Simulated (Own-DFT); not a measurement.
Hf31O64 (monoclinic hafnia with one vacancy, atoms displaced) (calculated)

Computed with Own-DFT development build. A calculation, not a measurement: plane-wave density functional theory by an unreviewed code, no spin, of a simulated periodic cell, stress positive in tension, run twice, with PBE and with PBEsol, both on files made for PBE, so the change isn't that of files made for PBEsol, defect cell not probed for a lower state with spin; a neutral cation vacancy leaves holes that likely carry spin, which this run leaves out; hafnium file: forces about 75 meV/angstrom off all-electron values; oxygen file: force components 24 meV/angstrom off all-electron in one glass; forces on such cells passed a denser k mesh, this cell's mesh not checked; the far tail of each file's local potential was reset to the Coulomb form; each entry is a single point on an unrelaxed cell, so the pressure reflects the starting lattice, mostly measured values (interpolated for alloys), from which strain is counted, and rises with the displacements; printed positions are rounded, which can move forces by about a meV/angstrom; the program, named Own-DFT, is a retired in-house code; no spin-orbit coupling; stress was not checked against mesh or cutoff.

Settings shared by all entries: functional PBE, then PBEsol; potential files PseudoDojo norm-conserving, scalar-relativistic, standard set; wave cutoff 72 hartree; occupations Fermi-Dirac; smearing width 0.1 eV; k mesh 2 x 2 x 2 centred on Gamma.

(1) 
```xyz
95
Lattice="10.2340 0.0000 0.0000 0.0000 10.3500 0.0000 -1.6955 0.0000 10.4453" Properties=species:S:1:pos:R:3:PBE_force_x:R:1:PBE_force_y:R:1:PBE_force_z:R:1:PBEsol_force_x:R:1:PBEsol_force_y:R:1:PBEsol_force_z:R:1 formula=Hf31O64 PBE_pressure=5.28 PBE_stress_xx=-5.68 PBE_stress_yy=-4.88 PBE_stress_zz=-5.29 PBE_stress_yz=-0.41 PBE_stress_xz=0.2 PBE_stress_xy=0.27 PBEsol_pressure=-1.05 PBEsol_stress_xx=0.65 PBEsol_stress_yy=1.38 PBEsol_stress_zz=1.11 PBEsol_stress_yz=-0.36 PBEsol_stress_xz=0.51 PBEsol_stress_xy=0.25 rms_change_of_force_components_from_PBE_to_PBEsol=0.052
Hf     1.2091     0.2655     1.0845      1.198     -2.159      0.285       1.18     -2.058      0.241
Hf     3.4647     2.7749     1.5285     -0.371     -0.117      0.397     -0.351     -0.052      0.399
Hf     2.9568     4.9163     4.1399      0.136      2.115      0.044      0.126      2.012      0.057
Hf     0.8145     2.3289     3.7462       0.16      0.253     -1.536      0.194      0.196     -1.521
O      0.0737     1.6939     1.7880     -1.286      0.915      0.048     -1.238      0.898      0.097
O      4.5831     4.2262     0.7704       0.93      0.794      0.363      0.873      0.776      0.303
O      4.1007     3.4984     3.4146      1.968     -1.881     -0.638      1.903     -1.844      -0.67
O     -0.4501     0.8444     4.3003      2.956      1.699      1.154      2.893       1.66      1.159
O      1.8463     4.0183     2.6201     -0.326     -1.362     -1.233     -0.255     -1.328     -1.186
O      2.8696     1.3016     0.0509     -0.265      0.357       0.89     -0.318      0.339      0.855
O      2.3040     1.2303     2.7161      0.775      0.055     -0.318      0.676      0.069     -0.309
O      1.4060     3.7651     5.1056     -0.018      1.067      0.831      0.065      1.035        0.8
Hf     0.4226     0.2071     6.3077     -0.978     -0.942      -0.62     -0.971     -0.908     -0.601
Hf     2.5833     2.9049     6.7126      1.292     -1.696     -0.052      1.244     -1.592     -0.033
Hf     2.2013     4.9288     9.3611     -1.514       1.42      0.613     -1.453       1.33      0.618
Hf     0.0020     2.3349     8.9180     -0.653      0.946     -0.097     -0.607      0.857     -0.104
O     -0.7532     1.6456     7.0083     -1.081      1.031      0.253     -1.032       1.01      0.299
O      3.8345     4.2699     5.9711     -1.373     -0.786      0.526     -1.377     -0.759       0.47
O      3.2557     3.4955     8.6742      2.326      -1.82     -0.718      2.244     -1.773      -0.74
O     -1.1354     0.8738     9.6676     -1.343     -0.242     -0.586      -1.27     -0.239     -0.514
O      1.1203     3.8842     7.7048     -1.639      0.944      0.078     -1.514      0.904      0.072
O      2.0034     1.3836     5.1991     -0.494     -0.743      1.779     -0.559     -0.714      1.717
O      1.4825     1.2627     7.9385      1.073       -0.5     -0.438      0.965     -0.482     -0.403
O      0.5035     3.7501    10.3885      0.837      0.256     -0.251      0.873      0.247     -0.248
Hf     1.2263     5.3514     1.0685      1.457      1.514      0.955      1.413      1.532      0.912
Hf     3.5125     7.9329     1.5123     -2.607      0.461     -0.024     -2.575      0.498      0.007
Hf     3.0592    10.0452     4.1732     -1.344      0.861     -1.428     -1.305      0.793     -1.363
Hf     0.7880     7.5213     3.6943      0.728      1.364     -0.477      0.739       1.27     -0.502
O      0.1209     6.8750     1.8475     -1.818       0.42     -0.591     -1.746      0.423     -0.522
O      4.5403     9.4969     0.8224      1.376      0.589     -0.457      1.328      0.579     -0.505
O      4.1857     8.6382     3.3911      1.243     -0.835      0.318      1.196     -0.829      0.266
O     -0.2795     6.0900     4.4787      -2.29     -1.838     -0.367     -2.198     -1.808     -0.303
O      1.9018     9.0201     2.4908     -0.067      1.256     -0.044      0.003       1.21     -0.038
O      2.8139     6.5003     0.1534      0.415     -0.367     -0.703      0.346     -0.356     -0.663
O      2.3498     6.5026     2.7242      1.079     -1.138      0.294      0.977       -1.1      0.288
O      1.4283     9.0167     5.1457      0.544      0.293      0.024      0.602      0.298      0.029
Hf     0.3532     5.4121     6.2818     -0.662      0.741      0.981     -0.644      0.814      0.927
Hf     2.6326     8.0088     6.8005     -0.606     -1.615     -1.097      -0.61     -1.517     -1.044
Hf     2.1867    10.1654     9.3643     -0.668     -0.304      0.512     -0.669      -0.32      0.546
Hf    -0.0679     7.6261     8.8973     -1.186     -1.144     -0.063     -1.164     -1.149     -0.103
O     -0.7618     6.9343     7.0594      0.772     -0.712     -0.304      0.925     -0.756     -0.215
O      3.8047     9.4320     6.0113     -0.575     -0.322      0.064     -0.581     -0.294      0.007
O      3.3858     8.6938     8.6064     -0.164     -0.248     -0.046     -0.176     -0.269     -0.105
O     -1.1963     6.0352     9.6899     -0.106      0.737     -0.722     -0.105       0.69      -0.64
O      0.9749     9.0980     7.6893       0.95      0.199      0.528      0.987      0.192      0.505
O      1.9469     6.5203     5.2798      0.618     -0.078      1.332      0.523     -0.088      1.283
O      1.5360     6.4354     7.9206      0.286      0.027      0.253      0.222      0.035      0.237
O      0.5868     8.9984    10.3501      0.372       0.49     -0.667      0.426      0.488     -0.659
Hf     6.3824     0.2256     1.0554     -0.608     -0.505      1.137     -0.576     -0.433      1.085
Hf     8.5726     2.8301     1.5590      0.259     -0.383     -1.183      0.243     -0.331     -1.103
Hf     8.1415     4.9098     4.1137     -0.229      1.971      0.967     -0.277      1.873      0.986
Hf     5.9365     2.4148     3.6825     -0.671     -0.481      0.743     -0.615     -0.508      0.682
O      5.2473     1.6831     1.8139     -1.737      1.186      0.215     -1.681      1.175      0.246
O      9.7935     4.3810     0.8265     -2.298     -1.676      0.294     -2.238     -1.614      0.242
O      9.3226     3.4775     3.3322      0.455     -0.093      0.887      0.416     -0.114      0.809
O      4.7569     0.8226     4.4176      0.008      0.809     -0.847      0.009       0.76     -0.758
O      6.9756     3.8805     2.5157     -0.036      1.041     -0.754      0.034      0.991     -0.712
O      7.8801     1.3230     0.0831      0.829      0.136      0.339      0.715      0.127      0.324
O      7.4584     1.3105     2.7205      0.761     -0.009     -0.138      0.678      0.013     -0.139
O      6.5798     3.8922     5.0706      -0.16     -1.258     -0.453     -0.091     -1.217     -0.458
Hf     5.4472     0.2351     6.2394      2.466     -1.124      1.529      2.422     -1.068      1.472
Hf     7.7092     2.8088     6.8347     -0.141     -0.029      -0.88     -0.149      0.042     -0.843
Hf     7.2567     5.0255     9.4244      0.964      0.184     -2.229      0.936      0.141     -2.176
Hf     5.0551     2.3488     8.9705      0.124      0.471     -1.618      0.135      0.394     -1.583
O      4.3266     1.6956     7.0472     -1.018      0.771      0.354     -0.968       0.77      0.388
O      8.7865     4.3078     6.0251       1.61      0.233     -0.309      1.549      0.237     -0.355
O      8.4833     3.5846     8.5998      0.645     -1.244      0.305      0.599     -1.236      0.248
O      3.8695     0.9558     9.7153     -0.742     -0.599     -0.534     -0.704     -0.604     -0.478
O      6.1504     3.9304     7.6535     -0.314     -1.166      1.078     -0.233     -1.139      1.035
O      7.0952     1.3168     5.3832     -0.258      0.953     -0.617      -0.31      0.919     -0.604
O      6.6065     1.1716     7.9157      0.204      1.295      0.709      0.138      1.263      0.698
O      5.7651     3.8107    10.2653     -0.165       0.39      1.266     -0.098      0.379      1.226
Hf     6.3534     5.4740     1.0918     -0.233     -1.929      0.124     -0.216     -1.804      0.085
Hf     8.5406     8.0291     1.4724      0.503     -0.882      1.713      0.477     -0.816      1.701
Hf     8.1919    10.2144     4.1456     -2.874     -2.869       0.64     -2.804     -2.847      0.666
Hf     5.9101     7.5340     3.6919       1.31      0.096        2.6       1.29      0.041      2.507
O      5.2083     6.8749     1.8450     -0.254      0.014     -0.302     -0.231       0.03     -0.253
O      9.7668     9.3554     0.7419        0.5      1.397     -0.337      0.465      1.374     -0.356
O      9.3046     8.6740     3.4104      0.296     -0.311     -0.598      0.282     -0.312     -0.634
O      4.7349     5.9737     4.4622       0.26      1.366     -1.446      0.262      1.312     -1.359
O      6.9993     9.1418     2.5194     -0.192     -0.259     -0.547     -0.122     -0.261     -0.558
O      7.8557     6.5185     0.1293      0.638      0.441     -0.109      0.554      0.415     -0.098
O      7.5255     6.4766     2.6978     -0.149     -0.785      0.176     -0.222     -0.762      0.151
O      6.6016     9.0458     5.1581     -1.078     -0.012     -1.655     -1.048       0.06     -1.682
Hf     5.5172     5.3840     6.3095      2.217      0.357     -0.324      2.192      0.397     -0.334
Hf     7.2789    10.1240     9.2913      0.193     -1.116      -0.83      0.162     -1.164     -0.806
Hf     5.0657     7.5462     8.8769      2.198     -0.261     -1.104      2.163     -0.308     -1.114
O      4.4394     6.7985     7.0499     -3.516      2.425      0.451     -3.408      2.384      0.496
O      8.8336     9.4473     6.0203      1.553      1.073     -0.008      1.586      1.194     -0.133
O      8.3956     8.5952     8.6438      0.492       0.63      1.031      0.524      0.662      1.074
O      3.9453     5.9901     9.6588     -0.619      0.422     -0.152     -0.595       0.39     -0.083
O      6.1806     9.0902     7.6683     -1.307      0.229      1.298     -1.299      0.291      1.336
O      7.0756     6.4571     5.3456       -0.6     -0.331     -1.589     -0.718     -0.444     -1.636
O      6.6147     6.3602     7.9042     -0.092     -0.336      1.937     -0.234     -0.405      1.946
O      5.6270     9.0441    10.3243      0.751     -0.186     -0.276      0.796     -0.169     -0.259
```

Units: PBE_pressure, PBE_stress_xx, PBE_stress_yy, PBE_stress_zz, PBE_stress_yz, PBE_stress_xz, PBE_stress_xy, PBEsol_pressure, PBEsol_stress_xx, PBEsol_stress_yy, PBEsol_stress_zz, PBEsol_stress_yz, PBEsol_stress_xz, PBEsol_stress_xy in GPa; rms_change_of_force_components_from_PBE_to_PBEsol, PBE_force_x, PBE_force_y, PBE_force_z, PBEsol_force_x, PBEsol_force_y, PBEsol_force_z in eV/Å.

(2) 
```xyz
95
Lattice="10.2340 0.0000 0.0000 0.0000 10.3500 0.0000 -1.6955 0.0000 10.4453" Properties=species:S:1:pos:R:3:PBE_force_x:R:1:PBE_force_y:R:1:PBE_force_z:R:1:PBEsol_force_x:R:1:PBEsol_force_y:R:1:PBEsol_force_z:R:1 formula=Hf31O64 PBE_pressure=5.59 PBE_stress_xx=-5.66 PBE_stress_yy=-5.2 PBE_stress_zz=-5.91 PBE_stress_yz=-0.6 PBE_stress_xz=0.17 PBE_stress_xy=1.26 PBEsol_pressure=-0.74 PBEsol_stress_xx=0.67 PBEsol_stress_yy=1.08 PBEsol_stress_zz=0.48 PBEsol_stress_yz=-0.55 PBEsol_stress_xz=0.5 PBEsol_stress_xy=1.25 rms_change_of_force_components_from_PBE_to_PBEsol=0.053
Hf     1.1973     0.2563     1.0662      0.987      -1.74     -0.045      0.979     -1.633     -0.065
Hf     3.4110     2.7510     1.6244      1.301      0.911     -1.786      1.243      0.894     -1.703
Hf     3.1164     4.8906     4.1360     -1.666      3.089      0.296     -1.641      2.962      0.326
Hf     0.7976     2.4641     3.6496       0.11     -1.913      2.117      0.109     -1.908      2.042
O      0.1171     1.6856     1.8325     -1.069      1.158      0.036     -1.022       1.15       0.08
O      4.6340     4.3866     0.8017     -1.429      -1.74      0.381     -1.374     -1.651      0.324
O      4.2168     3.4437     3.4327     -0.117     -0.328     -0.419     -0.135     -0.328     -0.458
O     -0.2876     0.8404     4.4224     -0.313      0.759     -0.771     -0.295      0.731     -0.723
O      1.8639     3.9736     2.5129      0.496     -1.796      0.524      0.541     -1.779      0.515
O      2.8149     1.3788     0.2334     -0.024     -0.654     -1.299     -0.092     -0.647     -1.242
O      2.4389     1.1742     2.6972     -0.479      1.504      0.492     -0.515      1.495      0.453
O      1.3922     3.9047     5.0890      0.496     -0.809     -0.566      0.549     -0.784     -0.564
Hf     0.5056     0.0977     6.3752     -2.241      2.089     -1.152     -2.171      2.066     -1.144
Hf     2.5323     2.8498     6.7453      0.968     -1.412     -0.433      0.965     -1.351     -0.397
Hf     2.2109     5.0406     9.2838     -0.376      0.178      1.008     -0.358      0.155      1.019
Hf    -0.0566     2.4164     8.9185      0.045     -0.456     -0.309      0.024      -0.49     -0.327
O     -0.8079     1.6429     7.0899      0.138      0.353     -0.714      0.136      0.388     -0.643
O      3.7156     4.3370     6.0236      0.661      0.292     -0.035      0.636      0.295     -0.107
O      3.3480     3.4710     8.6567     -0.115      0.043     -0.301     -0.128      0.041     -0.355
O     -1.1290     0.8434     9.6118     -0.834     -0.491      0.648     -0.789     -0.482      0.693
O      1.0707     3.9175     7.6783     -1.019      0.751      0.499     -0.925      0.723      0.484
O      1.9923     1.3345     5.3545     -0.265      0.439     -0.447     -0.314      0.415     -0.417
O      1.4819     1.2184     7.9246      0.628      0.473      0.852      0.546      0.451      0.821
O      0.4919     3.8569    10.2998      1.155     -0.052      0.523      1.142     -0.034      0.512
Hf     1.2410     5.3001     1.0607      0.716      2.576      0.408      0.711      2.562      0.358
Hf     3.4607     8.0665     1.5875     -0.994     -2.351     -1.901     -1.002      -2.24     -1.809
Hf     3.0892    10.1352     4.1647      0.821      0.238      1.211      0.801      0.193      1.215
Hf     0.7811     7.5757     3.6877      1.464     -0.582     -1.222       1.43     -0.617     -1.216
O      0.0365     6.9130     1.7068     -0.172     -0.263      0.656     -0.173     -0.239      0.686
O      4.6336     9.4839     0.7654      0.077      0.041      0.071      0.064      0.062      0.029
O      4.1596     8.6175     3.3443      1.347     -0.014      0.857      1.276     -0.022      0.755
O     -0.2536     5.9959     4.3541     -1.529     -0.281     -0.269     -1.492     -0.286     -0.202
O      1.9140     9.0864     2.4840     -1.011      0.502      0.035     -0.908      0.474      0.026
O      2.8759     6.5035     0.0813     -0.244     -0.177      0.065     -0.302     -0.192      0.046
O      2.3928     6.4247     2.6273       -0.1     -0.226      0.813     -0.161     -0.213      0.781
O      1.4156     9.0331     5.1207      -0.07     -0.096     -0.346      -0.02     -0.074     -0.312
Hf     0.3284     5.4566     6.2720      1.553      0.161      0.879      1.524      0.193      0.823
Hf     2.5882     8.1007     6.7492      0.883     -2.892     -0.274      0.873     -2.761     -0.239
Hf     2.1491    10.1478     9.3721      0.681     -0.288     -0.256      0.655     -0.351     -0.246
Hf    -0.0907     7.5393     8.9715      1.131     -1.106     -0.313      1.121     -1.111     -0.339
O     -0.7593     6.9205     7.0992     -0.966     -0.155     -1.133     -0.903     -0.142      -1.06
O      3.7182     9.4792     6.0211     -0.053      0.531     -0.525     -0.238      0.447     -0.593
O      3.2655     8.6155     8.5835       1.03      0.587      1.571      0.969      0.577      1.475
O     -1.1785     6.0014     9.7587     -1.121      0.256     -1.627     -1.084      0.224     -1.528
O      1.0210     9.0954     7.8068     -0.307      0.114      -0.48     -0.228      0.122     -0.479
O      1.9644     6.5205     5.2732      0.036      0.434      0.253     -0.052       0.42      0.245
O      1.5085     6.4991     7.8868      0.136     -0.983      0.542      0.067     -0.958      0.543
O      0.5456     8.9478    10.2888      0.722      1.736      1.319      0.764      1.696      1.266
Hf     6.3714     0.1642     1.1124      0.038      1.017     -0.752      0.055      1.046     -0.758
Hf     8.6188     2.8271     1.5274     -2.506     -1.422     -1.597     -2.471     -1.314      -1.53
Hf     8.2245     4.9764     4.0461     -2.236      1.279      2.215     -2.185      1.221      2.176
Hf     5.9374     2.3642     3.6131      1.055     -0.533      3.379      1.035     -0.599      3.285
O      5.2308     1.6494     1.8802      -1.89       0.45     -1.249     -1.829      0.452     -1.161
O      9.6882     4.2680     0.8415      1.282      1.106     -0.331      1.244      1.083     -0.367
O      9.2588     3.5411     3.3632      2.546     -2.229      0.175      2.483      -2.18      0.112
O      4.8082     0.8836     4.4353     -0.736      0.274     -1.062     -0.753      0.303     -1.115
O      7.0397     3.8997     2.4662     -0.356      0.397      0.331     -0.272      0.387      0.318
O      7.8634     1.3009     0.1503      0.967     -0.067      0.155      0.871     -0.083       0.17
O      7.4894     1.2823     2.7254      1.013      -0.59     -0.269      0.915     -0.582     -0.262
O      6.4756     3.8050     5.1439      1.101      0.516     -0.714      1.118      0.516     -0.689
Hf     7.8013     2.7683     6.6939     -2.124     -1.369      0.812     -2.067       -1.3      0.833
Hf     7.2763     4.9869     9.3848     -0.493     -0.624     -0.657     -0.497     -0.685     -0.602
Hf     5.0477     2.3135     8.7991      1.042      0.217      0.182      0.992      0.168      0.133
O      4.2710     1.7680     6.9927      -0.42      0.561      0.247     -0.497      0.699      0.386
O      8.8880     4.3194     6.0556     -0.054      0.194     -0.977     -0.048      0.202     -1.005
O      8.4809     3.4945     8.6795      0.027     -0.242     -0.408      0.034      -0.25     -0.433
O      3.9278     0.9267     9.6373     -1.557     -1.307       0.48     -1.504     -1.292      0.506
O      6.1948     3.9439     7.7611      0.022       0.14     -0.596      0.078      0.153     -0.585
O      6.9978     1.2857     5.3019       1.58      0.699     -0.681      1.571      0.743     -0.741
O      6.6880     1.2151     7.9978      0.713      0.588      0.671       0.68      0.614      0.745
O      5.7451     3.8572    10.3441      0.234      -0.35     -0.416      0.317     -0.315     -0.397
Hf     6.3353     5.4063     1.1069      1.203      -2.92     -1.989      1.168     -2.806     -1.965
Hf     8.5212     7.9880     1.4841      0.979     -0.967      0.465      0.983     -0.896       0.48
Hf     8.1512    10.1500     4.0507     -0.535     -0.129      3.016      -0.56     -0.176      2.974
Hf     5.9723     7.4198     3.5741     -0.915      3.754      3.306     -0.858      3.604      3.216
O      5.2647     6.7818     1.7728     -2.972      3.142      0.416     -2.862      3.064      0.468
O      9.6962     9.4230     0.8103      0.452      1.037      -0.28      0.419       1.01     -0.326
O      9.2677     8.5353     3.3447      0.042      0.694      0.851      0.042       0.66      0.766
O      4.8353     6.1155     4.3940     -1.995     -2.242      0.712     -1.927     -2.213      0.722
O      6.9837     9.0927     2.5765      0.029      0.312     -1.796      0.102      0.304     -1.765
O      7.8869     6.5359     0.0954       0.67     -0.083      0.009      0.592     -0.079      0.005
O      7.3966     6.4143     2.7430      3.069     -1.213     -1.169      2.922     -1.186     -1.136
O      6.6033     8.9724     5.0866      0.817      -0.68     -1.078      0.957     -0.733     -1.085
Hf     5.5196     5.3602     6.3002      0.283      0.632       0.33      0.291      0.666      0.315
Hf     7.6583     8.0445     6.6715     -0.195      0.663     -0.141     -0.229      0.697     -0.132
Hf     7.3012    10.0427     9.3693     -0.606      1.704     -1.956     -0.605      1.622     -1.907
Hf     5.1387     7.5639     8.9412     -1.935     -0.106     -2.305     -1.861     -0.159     -2.285
O      4.3252     6.8854     7.0624     -0.693     -0.029     -0.544     -0.648     -0.013     -0.479
O      8.9287     9.4950     6.0201      0.328     -0.141     -0.228       0.32      -0.13     -0.254
O      8.4803     8.5949     8.6236     -0.903      0.569      0.445     -0.877      0.552      0.406
O      3.9343     6.0366     9.6360      0.079      0.408     -0.519      0.074       0.38     -0.455
O      6.1537     9.1008     7.6403      0.503     -0.679      1.813      0.632     -0.786      1.861
O      7.1528     6.5187     5.2963     -0.075     -0.679     -0.014     -0.146      -0.66     -0.016
O      6.5581     6.4839     7.8427       1.34     -0.806      1.268      1.225     -0.778      1.234
O      5.6311     8.9996    10.2884      0.718      0.648      1.013      0.768       0.63      0.991
```

Units: PBE_pressure, PBE_stress_xx, PBE_stress_yy, PBE_stress_zz, PBE_stress_yz, PBE_stress_xz, PBE_stress_xy, PBEsol_pressure, PBEsol_stress_xx, PBEsol_stress_yy, PBEsol_stress_zz, PBEsol_stress_yz, PBEsol_stress_xz, PBEsol_stress_xy in GPa; rms_change_of_force_components_from_PBE_to_PBEsol, PBE_force_x, PBE_force_y, PBE_force_z, PBEsol_force_x, PBEsol_force_y, PBEsol_force_z in eV/Å.
